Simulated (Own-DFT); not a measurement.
# PBE and PBEsol under strain: C11b WSi2, 30 atoms (Si20W10)

No measurement is shown. These are fixed-geometry runs of a retired plane-wave code named Own-DFT, which no person has reviewed; spin and spin-orbit coupling are neglected.

Keep in mind: forces on such cells failed a check on a denser k mesh; stress not checked against mesh or cutoff.

Each geometry was run with PBE and with PBEsol, otherwise alike: PseudoDojo norm-conserving scalar-relativistic files made for PBE; cutoff 50 hartree; 5 x 5 x 5 k mesh centred on Gamma; cold (Marzari-Vanderbilt) smearing of 0.2 eV. Unstrained cell vectors in Å: (-2.149, -5.953, 3.409); (-6.444, 2.976, 1.136); (-2.553, -2.948, -6.757). Each has a uniform strain, of which the change of volume is shown, and random moves of rms u per axis.

| run | volume change (%) | u (Å) | P with PBE (GPa) | P with PBEsol (GPa) |
|---|---|---|---|---|
| 1 | -0.27 | 0.0446 | 5.71 | 1.59 |
| 2 | 4.67 | 0.0509 | -3.47 | -7.34 |
| 3 | 0.53 | 0.0485 | 4.64 | 0.60 |
| 4 | 0.37 | 0.0501 | 5.88 | 1.80 |
| 5 | 0.03 | 0.0534 | 6.08 | 2.00 |
| 6 | 2.69 | 0.0524 | 0.77 | -3.17 |
| 7 | -3.81 | 0.0516 | 16.43 | 12.14 |
| 8 | 0.18 | 0.0523 | 5.46 | 1.39 |
| 9 | 1.54 | 0.0481 | 2.80 | -1.20 |
| 10 | 0.73 | 0.0529 | 4.94 | 0.89 |
| 11 | 0.05 | 0.0474 | 6.89 | ? |

Q: by how much does PBEsol shrink this cell, and what belongs in the blank?

## Worked answer

Write v for the change of volume as a fraction. Fitted to v and u², the PBE pressure has a slope of -229 ± 11 GPa in v, with the ions held to the strained lattice. The difference PBEsol less PBE is -4.09 + 5.1 v GPa (slope ± 0.2) and averages -4.06 GPa. Divided by the mean slope of the two, 227 GPa, that makes PBEsol's volume at a given pressure, near 3 GPa, about 1.8 % smaller, or 0.60 % in lengths. At one volume PBEsol's slope is the smaller by 5 GPa, but its pressure there is lower too. If stiffness rises by about 4 GPa for each GPa, PBEsol at equal pressure is stiffer by about 11 GPa. Files made for PBEsol would give a different shift.

For run 11 the line gives 2.80 GPa. DFT gave 2.81 GPa.
